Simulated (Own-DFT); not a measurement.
# Biaxial strain at fixed height in diamond-structure SiGeSn with randomly placed atoms, 64 atoms (Ge48Si8Sn8)

The numbers are computed, not measured, by runs of the plane-wave DFT program Own-DFT (in-house, retired, unreviewed) at fixed positions, with no spin and no spin-orbit coupling.

Settings: PBE; PseudoDojo norm-conserving scalar-relativistic files; cutoff 49 hartree; 3 x 3 x 3 k mesh centred on Gamma; Fermi-Dirac smearing of 0.1 eV.

Caveats: forces on such cells moved up to 12 meV/angstrom on a denser k mesh; stress not checked against mesh or cutoff.

Unstrained cell vectors in Å: (11.467, 0.000, 0.000); (0.000, 11.467, 0.000); (0.000, 0.000, 11.467). The unstrained cell has measured lattice constants (interpolated for alloys), not those of this functional. That, the random moves and any unrelaxed bonds set the pressure at no strain. Each run strains x and y alike by e, as a substrate would, and holds the height along z. All atoms carry random offsets, Gaussian with a width of 0.05 Å per axis. The random placing of the alloy's atoms differs from row to row. Stress is positive in tension.

```
e (%),u (Å),(s_xx + s_yy)/2 (GPa),s_zz (GPa)
-2.50,0.052,-9.99,-8.55
-1.75,0.051,-8.40,-7.45
-1.50,0.044,-7.54,-6.63
-1.25,0.047,-7.27,-6.42
-0.75,0.048,-6.43,-5.94
-0.50,0.049,?,?
-0.25,0.050,-5.64,-5.26
1.50,0.052,-2.84,-3.51
2.25,0.050,-1.37,-2.68
3.00,0.051,-0.37,-1.97
```

## Working it out

With e as a fraction, the in-plane stress is -5.1 + 174 e - 599 e² GPa (errors 4 and 249, scatter 0.19), and s_zz is -5.0 + 119 e - 782 e² GPa (slope ± 4, scatter 0.18). At e = 0 the first slope is C11 + C12 and the second 2 C12, both with the ions held to the strained lattice and at the cell's own pressure. A free layer would change its height as e changes, and the in-plane slope would drop by 2 C12²/C11 to the biaxial modulus. At fixed height, a misfit of 1 % moves the in-plane stress by about 1.7 GPa and s_zz by 1.2 GPa.

## Check

Asked: what are the two stresses at e = -0.50 %?

Estimate: -6.0 and -5.6 GPa. The hidden result is -5.88 and -5.77 GPa.
